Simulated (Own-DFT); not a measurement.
Simulation results for AlGa3N4 (wurtzite random alloy, strained, atoms displaced)

A calculation, not a measurement: plane-wave PBE density functional theory by an unreviewed code, no spin, of a simulated periodic cell, stress positive in tension, free energy of the whole cell less one offset for each atom, forces on such cells passed a denser k mesh, this cell's mesh not checked; offsets are fitted by least squares, one for each functional and potential file, so energies compare only between cells with the same atoms and settings and are not formation energies; the far tail of each file's local potential was reset to the Coulomb form; each entry is a single point on an unrelaxed cell, so the pressure reflects the starting lattice, mostly measured values, from which strain is counted, and rises with the displacements; printed positions are rounded, which can move forces by about a meV/angstrom; the program is a retired in-house code; no spin-orbit coupling. Program: Own-DFT development build.

Settings shared by all entries: functional PBE; potential files PseudoDojo norm-conserving, scalar-relativistic, standard set; wave cutoff 42 hartree; occupations Fermi-Dirac; smearing width 0.1 eV; k mesh 4 x 4 x 3 centred on Gamma.

(1) AlGa3N4 (wurtzite random alloy, strained, atoms displaced)

```
CELL_PARAMETERS angstrom
9.22400 0.00000 0.00000
-4.61200 7.98820 0.00000
0.00000 0.00000 10.26850
ATOMIC_POSITIONS crystal
Ga 0.11201 0.21556 0.99387
Ga 0.20754 0.11044 0.24808
N 0.11327 0.22275 0.19179
N 0.21333 0.11033 0.44740
Ga 0.10903 0.22264 0.49100
Ga 0.21784 0.10785 0.74425
N 0.10323 0.21658 0.70113
N 0.19958 0.09783 0.93351
Ga 0.10939 0.54831 0.99774
Al 0.22017 0.44621 0.24981
N 0.11548 0.55618 0.18268
N 0.22181 0.44070 0.44262
Al 0.09655 0.56005 0.50555
Ga 0.22332 0.44244 0.74636
N 0.11063 0.55652 0.68285
N 0.23740 0.46219 0.93756
Ga 0.10932 0.88064 0.99484
Ga 0.21811 0.78319 0.24275
N 0.11432 0.89130 0.17903
N 0.22487 0.77894 0.43658
Ga 0.11001 0.89084 0.49954
Ga 0.22235 0.78333 0.75019
N 0.12039 0.89844 0.69188
N 0.22263 0.77900 0.92753
Ga 0.44785 0.22655 0.01431
Ga 0.55366 0.10418 0.25177
N 0.45097 0.21295 0.19147
N 0.55720 0.10698 0.43650
Ga 0.43950 0.20794 0.49515
Al 0.54679 0.10572 0.73913
N 0.45288 0.22941 0.68478
N 0.56005 0.11020 0.93410
Ga 0.45967 0.55844 0.98986
Ga 0.55896 0.44359 0.25661
N 0.45038 0.55583 0.18943
N 0.54271 0.44164 0.44555
Ga 0.45587 0.56114 0.50234
Al 0.55074 0.43520 0.74680
N 0.44440 0.55697 0.68514
N 0.55620 0.43664 0.93352
Ga 0.43426 0.89223 0.99965
Ga 0.54985 0.77180 0.24797
N 0.44092 0.88349 0.19244
N 0.57207 0.79048 0.43873
Ga 0.45280 0.88919 0.49920
Al 0.55189 0.78061 0.75383
N 0.43600 0.88483 0.68516
N 0.55617 0.78232 0.93995
Ga 0.78029 0.21860 0.00215
Al 0.89993 0.11432 0.25289
N 0.77734 0.22635 0.19026
N 0.88237 0.10299 0.43016
Ga 0.78815 0.22928 0.50524
Al 0.89142 0.12187 0.74205
N 0.76901 0.21881 0.69547
N 0.88480 0.11253 0.94334
Ga 0.77416 0.56120 0.00352
Al 0.88437 0.43980 0.24453
N 0.76491 0.54639 0.19108
N 0.90105 0.44186 0.45008
Ga 0.76923 0.54698 0.50207
Ga 0.88759 0.43681 0.75474
N 0.77735 0.55807 0.68922
N 0.88723 0.45417 0.93844
Ga 0.78277 0.89315 0.99418
Al 0.88169 0.76840 0.25028
N 0.78374 0.89013 0.18555
N 0.88294 0.77307 0.43856
Ga 0.78150 0.90237 0.50942
Ga 0.89750 0.78528 0.75153
N 0.77847 0.88636 0.69469
N 0.88765 0.78228 0.93058
```

| Quantity | Value |
| --- | --- |
| free energy of cell above offsets | 12.937 eV |
| pressure | 22.24 GPa |
| stress xx | -26.92 GPa |
| stress yy | -26.72 GPa |
| stress zz | -13.09 GPa |
| stress yz | -0.16 GPa |
| stress xz | 0.04 GPa |
| stress xy | 1.73 GPa |

Force:
| element | x (eV/Å) | y (eV/Å) | z (eV/Å) |
| --- | --- | --- | --- |
| Ga | -1.893 | 2.509 | 1.064 |
| Ga | 3.684 | -1.011 | 1.314 |
| N | -2.065 | 2.17 | -1.247 |
| N | 1.591 | -0.457 | -2.24 |
| Ga | -1.199 | 0.537 | 2.192 |
| Ga | 1.051 | 2.488 | 1.539 |
| N | 0.052 | 0.82 | -2.493 |
| N | 3.794 | 0.84 | -0.297 |
| Ga | -0.37 | 1.214 | -0.054 |
| Al | 1.155 | 0.429 | 0.657 |
| N | -1.336 | -0.936 | 1.125 |
| N | -1.264 | 2.441 | -1.517 |
| Al | 5.219 | 1.951 | 0.04 |
| Ga | -0.437 | 0.922 | 0.43 |
| N | -0.311 | -0.137 | 0.656 |
| N | 0.019 | -2.727 | -0.693 |
| Ga | -0.693 | 0.253 | 0.229 |
| Ga | 0.993 | -1.241 | 1.869 |
| N | -2.396 | -0.74 | 0.889 |
| N | -0.49 | -0.623 | -0.095 |
| Ga | 0.142 | -1.587 | 0.472 |
| Ga | 0.14 | -1.736 | -0.918 |
| N | -0.779 | -2.184 | -2.126 |
| N | -0.208 | -1.08 | 1.734 |
| Ga | -0.103 | -1.649 | -2.679 |
| Ga | 1.528 | -0.391 | 0.427 |
| N | -3.083 | 1.142 | 1.013 |
| N | 0.697 | 1.157 | 0.378 |
| Ga | -0.617 | 1.421 | 0.801 |
| Al | 0.165 | 0.139 | 2.11 |
| N | -0.55 | -1.87 | -0.236 |
| N | -1.499 | 0.52 | -0.922 |
| Ga | -1.27 | 0.432 | 1.872 |
| Ga | -2.367 | -1.448 | 0.842 |
| N | -1.242 | -1.84 | -0.706 |
| N | 3.244 | -1.971 | -1.834 |
| Ga | -3.215 | 1.25 | 0.263 |
| Al | 0.245 | 2.442 | 0.353 |
| N | 1.282 | 0.564 | 1.651 |
| N | -0.004 | -0.004 | -0.999 |
| Ga | 1.865 | -0.205 | 0.643 |
| Ga | 1.486 | 1.28 | 0.592 |
| N | -0.073 | 0.339 | -1.454 |
| N | -1.048 | -1.945 | -0.752 |
| Ga | -1.198 | -1.1 | 0.091 |
| Al | 0.488 | -0.43 | -0.177 |
| N | 2.182 | 1.021 | 0.246 |
| N | -0.219 | 0.288 | -1.341 |
| Ga | -1.827 | 1.352 | 0.43 |
| Al | -2.261 | -1.152 | -1.474 |
| N | 1.749 | -0.838 | 0.413 |
| N | 0.254 | 2.319 | 0.193 |
| Ga | -0.84 | -2.025 | -0.009 |
| Al | -0.848 | -2.525 | 2.481 |
| N | 0.663 | -1.067 | -1.259 |
| N | 1.471 | 0.79 | -2.72 |
| Ga | 0.452 | -0.026 | -0.538 |
| Al | 0.902 | 1.12 | 1 |
| N | 3.301 | 1.828 | -0.238 |
| N | -4.015 | -0.112 | -4.036 |
| Ga | 0.523 | 0.632 | 0.568 |
| Ga | -0.85 | 2.055 | -0.226 |
| N | -0.194 | -0.791 | 0.342 |
| N | 0.723 | -1.229 | 0.478 |
| Ga | -0.91 | -0.33 | 1.435 |
| Al | 0.001 | 1.24 | 0.2 |
| N | 0.278 | 0.331 | 0.563 |
| N | 0.234 | 0.192 | -0.985 |
| Ga | 1.582 | -2.339 | 0.255 |
| Ga | -0.167 | -1.354 | -0.973 |
| N | -1.85 | 1.862 | -0.037 |
| N | 0.539 | -1.193 | 1.42 |

(2) AlGa3N4 (wurtzite random alloy, strained, atoms displaced)

```
CELL_PARAMETERS angstrom
9.22400 0.00000 0.00000
-4.61200 7.98820 0.00000
0.00000 0.00000 10.26850
ATOMIC_POSITIONS crystal
Al 0.11927 0.21806 0.99768
Ga 0.22142 0.10000 0.24883
N 0.10823 0.22101 0.18672
N 0.21827 0.12035 0.44724
Al 0.11189 0.22683 0.50171
Ga 0.21571 0.11134 0.75056
N 0.10937 0.21746 0.68954
N 0.21790 0.11115 0.93724
Ga 0.09948 0.54728 0.99689
Ga 0.22562 0.45198 0.26184
N 0.11406 0.55764 0.18740
N 0.22779 0.44478 0.45128
Ga 0.11320 0.55598 0.50065
Ga 0.22442 0.43692 0.75843
N 0.11158 0.56060 0.69483
N 0.21243 0.44255 0.94036
Ga 0.10891 0.89182 0.99109
Ga 0.22378 0.77743 0.25147
N 0.11395 0.88002 0.18995
N 0.22708 0.76871 0.44354
Al 0.11277 0.89776 0.50837
Ga 0.21538 0.77233 0.74228
N 0.11289 0.88487 0.68883
N 0.21985 0.78809 0.93701
Al 0.45336 0.22601 0.99710
Ga 0.56099 0.11612 0.23824
N 0.44499 0.22237 0.18956
N 0.56216 0.11551 0.43906
Ga 0.44022 0.22725 0.50626
Ga 0.55823 0.10097 0.75266
N 0.45133 0.23354 0.69497
N 0.55652 0.10225 0.94636
Ga 0.43343 0.54836 0.00027
Ga 0.55217 0.43965 0.24780
N 0.44492 0.55835 0.17999
N 0.56560 0.45414 0.43320
Ga 0.45268 0.56132 0.50112
Ga 0.55796 0.44745 0.75604
N 0.44079 0.55214 0.68361
N 0.55652 0.43478 0.93648
Ga 0.44743 0.88993 0.00058
Ga 0.54492 0.77263 0.25201
N 0.44939 0.89697 0.18832
N 0.56491 0.77819 0.43837
Al 0.44476 0.88932 0.50682
Ga 0.55180 0.77372 0.75010
N 0.45251 0.90067 0.69119
N 0.56147 0.78054 0.93845
Ga 0.77782 0.22320 0.00483
Ga 0.88794 0.10997 0.25279
N 0.76959 0.21811 0.18562
N 0.89012 0.11741 0.43834
Al 0.76767 0.21345 0.50439
Al 0.89518 0.11517 0.74819
N 0.77849 0.22272 0.68556
N 0.89292 0.10778 0.94618
Ga 0.77907 0.56543 0.00359
Al 0.89039 0.44492 0.25240
N 0.78488 0.55710 0.18203
N 0.88125 0.43602 0.44348
Ga 0.77281 0.55839 0.50447
Al 0.88850 0.44294 0.74828
N 0.78449 0.55221 0.69443
N 0.87916 0.43798 0.93697
Ga 0.77445 0.89043 0.99725
Ga 0.89078 0.77094 0.24779
N 0.76711 0.88916 0.19482
N 0.89176 0.78367 0.43913
Ga 0.77534 0.88981 0.50110
Ga 0.89934 0.77710 0.75009
N 0.76923 0.89381 0.69325
N 0.89693 0.78356 0.93901
```

| Property | Result |
| --- | --- |
| free energy of cell above offsets | 11.428 eV |
| pressure | 21.7 GPa |
| stress xx | -24.64 GPa |
| stress yy | -27.99 GPa |
| stress zz | -12.49 GPa |
| stress yz | -0.8 GPa |
| stress xz | -0.52 GPa |
| stress xy | -1.53 GPa |

Force:
| element | x (eV/Å) | y (eV/Å) | z (eV/Å) |
| --- | --- | --- | --- |
| Al | -2.757 | 0.775 | 1.799 |
| Ga | -1.27 | 1.302 | 0.821 |
| N | 1.236 | 0.51 | -0.426 |
| N | 0.839 | -1.775 | -0.898 |
| Al | -1.238 | -0.408 | 0.415 |
| Ga | 2.41 | -0.239 | 0.343 |
| N | -1.34 | 0.594 | -1.409 |
| N | 2.336 | 1.511 | -0.072 |
| Ga | -0.368 | 2.059 | 0.722 |
| Ga | 0.293 | -1.523 | -0.971 |
| N | -0.95 | -1.112 | 0.368 |
| N | -0.25 | -0.382 | -1.361 |
| Ga | -1.186 | -1.678 | 1.314 |
| Ga | -1.223 | 1.025 | -1.219 |
| N | 0.395 | -3.369 | -0.936 |
| N | 1.356 | -1.46 | -0.136 |
| Ga | 1.187 | 0.495 | 2.597 |
| Ga | 1.217 | -0.087 | 0.731 |
| N | -1.374 | 0.972 | -1.213 |
| N | -1.21 | 3.34 | -0.16 |
| Al | 0.421 | -0.992 | -1.602 |
| Ga | 2.119 | 1.868 | 2.485 |
| N | -0.638 | 2.014 | -1.59 |
| N | 2.051 | -2.107 | -0.771 |
| Al | -0.639 | -2.056 | 0.625 |
| Ga | -1.344 | -0.859 | 3.174 |
| N | -0.744 | -0.252 | -2.11 |
| N | -1.807 | -1.69 | -0.101 |
| Ga | 1.655 | 0.151 | -0.303 |
| Ga | -0.887 | 4.185 | 1.716 |
| N | -0.119 | -2.444 | -0.569 |
| N | -1.437 | 2.507 | -1.525 |
| Ga | 1.133 | 0.871 | -0.663 |
| Ga | 0.307 | 1.484 | 0.113 |
| N | -0.026 | -1.039 | 1.611 |
| N | -1.447 | -1.544 | -0.041 |
| Ga | 0.001 | -0.466 | 0.015 |
| Ga | 0.353 | 0.924 | -0.568 |
| N | 0.418 | 0.22 | 1.243 |
| N | -1.173 | 1.406 | 1.157 |
| Ga | -0.854 | -2.107 | 0.645 |
| Ga | 0.764 | 0.893 | 0.233 |
| N | -0.638 | -1.715 | -0.26 |
| N | -3.267 | 0.376 | 0.051 |
| Al | 0.809 | 0.642 | -1.11 |
| Ga | -0.384 | -0.055 | 0.702 |
| N | -0.864 | -4.304 | -2.301 |
| N | -1.506 | -2.103 | -0.746 |
| Ga | 1.068 | -0.587 | -0.612 |
| Ga | -0.217 | 0.213 | -0.133 |
| N | 2.773 | 3.029 | 0.665 |
| N | 0.282 | 0.514 | 1.115 |
| Al | 1.233 | 1.346 | -0.323 |
| Al | -1.503 | -0.617 | 1.267 |
| N | 1.254 | 0.378 | 0.588 |
| N | 0.388 | 2.112 | -2.312 |
| Ga | 0.518 | -1.045 | -1.206 |
| Al | 0.076 | -0.648 | 0.318 |
| N | -0.141 | -1.612 | 1.574 |
| N | 0.405 | 0.384 | -1.281 |
| Ga | 2.206 | 0.414 | 0.334 |
| Al | 0.675 | -0.798 | 0.756 |
| N | -1.111 | 0.549 | -0.762 |
| N | -0.186 | 0.87 | -1.406 |
| Ga | 1.26 | -0.214 | 1.946 |
| Ga | -1.603 | 1.641 | 0.956 |
| N | 1.905 | -0.865 | -1.281 |
| N | 1.478 | 0.067 | 0.38 |
| Ga | 1.269 | 1.314 | 0.671 |
| Ga | -2.787 | -0.13 | 0.502 |
| N | 2.638 | 0.275 | -0.586 |
| N | -2.241 | -0.947 | -0.99 |

(3) AlGa3N4 (wurtzite random alloy, strained, atoms displaced)

```
CELL_PARAMETERS angstrom
9.22400 0.00000 0.00000
-4.61200 7.98820 0.00000
0.00000 0.00000 10.26850
ATOMIC_POSITIONS crystal
Ga 0.11223 0.22313 0.99830
Ga 0.21521 0.11730 0.24905
N 0.11479 0.21872 0.19173
N 0.22337 0.10313 0.43443
Al 0.11427 0.23092 0.50104
Al 0.22639 0.10548 0.74688
N 0.11573 0.22439 0.69270
N 0.22269 0.09952 0.94589
Ga 0.11737 0.55456 0.00231
Ga 0.22937 0.45035 0.24526
N 0.11455 0.55189 0.18053
N 0.22370 0.44663 0.43178
Ga 0.10341 0.54915 0.50221
Ga 0.22485 0.44029 0.74682
N 0.10609 0.55601 0.68363
N 0.21292 0.43306 0.93532
Ga 0.10487 0.88383 0.99708
Al 0.21331 0.77134 0.24629
N 0.10022 0.87652 0.19021
N 0.23281 0.78834 0.44155
Ga 0.11691 0.88478 0.49408
Ga 0.23028 0.78502 0.74833
N 0.11609 0.90657 0.68476
N 0.21220 0.77123 0.93762
Ga 0.44348 0.21577 0.00705
Ga 0.56030 0.10757 0.25031
N 0.44907 0.22539 0.19778
N 0.55524 0.10916 0.44087
Al 0.43585 0.21937 0.49750
Ga 0.56340 0.11751 0.74046
N 0.45401 0.21964 0.69686
N 0.55775 0.10122 0.94257
Al 0.43743 0.55730 0.00587
Ga 0.55295 0.43518 0.24899
N 0.43084 0.54817 0.18262
N 0.55792 0.44190 0.43204
Al 0.44489 0.55045 0.49613
Al 0.55517 0.44529 0.75354
N 0.43415 0.54454 0.68865
N 0.55457 0.44578 0.93680
Ga 0.44361 0.89148 0.00493
Ga 0.55487 0.77781 0.25511
N 0.44250 0.89304 0.18125
N 0.56738 0.78250 0.43688
Ga 0.44306 0.89155 0.49854
Ga 0.55511 0.78938 0.74450
N 0.44024 0.89150 0.68357
N 0.55343 0.77536 0.94156
Ga 0.76296 0.21265 0.00360
Al 0.88966 0.10458 0.25519
N 0.78370 0.23759 0.18898
N 0.90238 0.12999 0.44050
Ga 0.78063 0.22883 0.49766
Ga 0.88798 0.10932 0.74254
N 0.76415 0.21375 0.68945
N 0.88456 0.10876 0.94050
Ga 0.78272 0.54966 0.99966
Ga 0.90627 0.44949 0.24662
N 0.77249 0.56168 0.18480
N 0.88989 0.44328 0.43676
Al 0.78157 0.56195 0.50058
Ga 0.88719 0.44776 0.74527
N 0.76831 0.54813 0.68975
N 0.88318 0.42832 0.93237
Ga 0.76456 0.88442 0.00168
Ga 0.88481 0.76872 0.24935
N 0.77314 0.89904 0.19414
N 0.88816 0.77735 0.43458
Ga 0.77467 0.89079 0.49870
Ga 0.88927 0.78915 0.75352
N 0.78889 0.88313 0.69056
N 0.88823 0.77427 0.93687
```

| Property | Result |
| --- | --- |
| free energy of cell above offsets | 13.896 eV |
| pressure | 23.01 GPa |
| stress xx | -28.07 GPa |
| stress yy | -27.63 GPa |
| stress zz | -13.33 GPa |
| stress yz | 0.57 GPa |
| stress xz | -0.38 GPa |
| stress xy | -2.85 GPa |

Force:
| element | x (eV/Å) | y (eV/Å) | z (eV/Å) |
| --- | --- | --- | --- |
| Ga | -0.088 | -2.304 | 0.709 |
| Ga | 3.898 | -2.876 | 0.913 |
| N | -4.225 | 1.388 | -1.443 |
| N | -1.575 | 2.37 | 0.907 |
| Al | 1.59 | -0.808 | 0.327 |
| Al | -0.077 | 2.979 | 1.97 |
| N | 0.737 | -1.715 | -2.037 |
| N | -0.712 | 1.913 | -2.319 |
| Ga | -1.54 | -1.091 | -2.134 |
| Ga | -1.94 | -2.499 | 1.696 |
| N | 0.332 | 2.192 | 1.291 |
| N | 0.885 | 0.083 | 1.099 |
| Ga | 1.378 | 1.531 | -0.39 |
| Ga | -2.43 | 0.708 | 1.512 |
| N | 1.084 | 0.332 | 0.694 |
| N | 1.638 | 2.581 | -0.055 |
| Ga | 0.024 | -0.578 | 1.603 |
| Al | 1.027 | 1.235 | 0.564 |
| N | 1.485 | 1.327 | -0.452 |
| N | -0.273 | -3.624 | -3.124 |
| Ga | -2.478 | 0.555 | 1.386 |
| Ga | -2.407 | -1.201 | 0.767 |
| N | 0.62 | -3.272 | -0.577 |
| N | 1.54 | 0.477 | -0.733 |
| Ga | 0.282 | 0.912 | -0.441 |
| Ga | -0.509 | 0.964 | 0.887 |
| N | -0.438 | -2.887 | -1.732 |
| N | -0.718 | 1.337 | -0.454 |
| Al | 1.673 | 0.393 | 0.625 |
| Ga | -1.935 | -3.005 | 3.634 |
| N | -4.275 | 1.793 | -2.372 |
| N | -2.795 | 0.603 | -2.257 |
| Al | 1.129 | -1.016 | -2.078 |
| Ga | -0.327 | 2.693 | 0.098 |
| N | 3.487 | 2.305 | -0.339 |
| N | -0.374 | 0.253 | 2.131 |
| Al | -0.022 | 0.561 | 0.54 |
| Al | -0.33 | -0.53 | 0.351 |
| N | 2.676 | 2.265 | -2.025 |
| N | -0.996 | -0.117 | 0.389 |
| Ga | -0.515 | -1.897 | -1.493 |
| Ga | -0.751 | -0.519 | -1.192 |
| N | -0.677 | -1.846 | 2.762 |
| N | -2.706 | -2.332 | 0.682 |
| Ga | 1.987 | -0.086 | 0.353 |
| Ga | 1.409 | -1.961 | 1.209 |
| N | 1.326 | 0.4 | -0.247 |
| N | -1.723 | -1.499 | -1.4 |
| Ga | 2.95 | 1.404 | 0.45 |
| Al | -0.485 | 2.829 | -0.229 |
| N | 1.397 | -2.983 | 0.354 |
| N | 0.221 | -2.023 | -0.827 |
| Ga | -0.782 | -1.115 | 0.927 |
| Ga | -0.097 | 0.615 | 1.849 |
| N | 5.055 | 2.569 | -2.276 |
| N | 0.422 | -0.312 | -0.88 |
| Ga | -0.786 | -0.071 | -0.526 |
| Ga | -3.112 | 0.324 | 1.108 |
| N | 1.338 | -2.197 | -0.264 |
| N | -1.687 | 1.9 | -0.604 |
| Al | -0.327 | -1.038 | 0.206 |
| Ga | 0.224 | -0.976 | 1.271 |
| N | -0.421 | 1.667 | -1.706 |
| N | 0.353 | 1.6 | 0.438 |
| Ga | 2.461 | 0.91 | 0.683 |
| Ga | -1.488 | 1.867 | 0.538 |
| N | 1.126 | -1.31 | -0.815 |
| N | 0.147 | -0.394 | 0.919 |
| Ga | 2.729 | 1.536 | 0.802 |
| Ga | 4.645 | -3.431 | 1.282 |
| N | -5.886 | 2.211 | -2.767 |
| N | -1.369 | -0.068 | 0.263 |
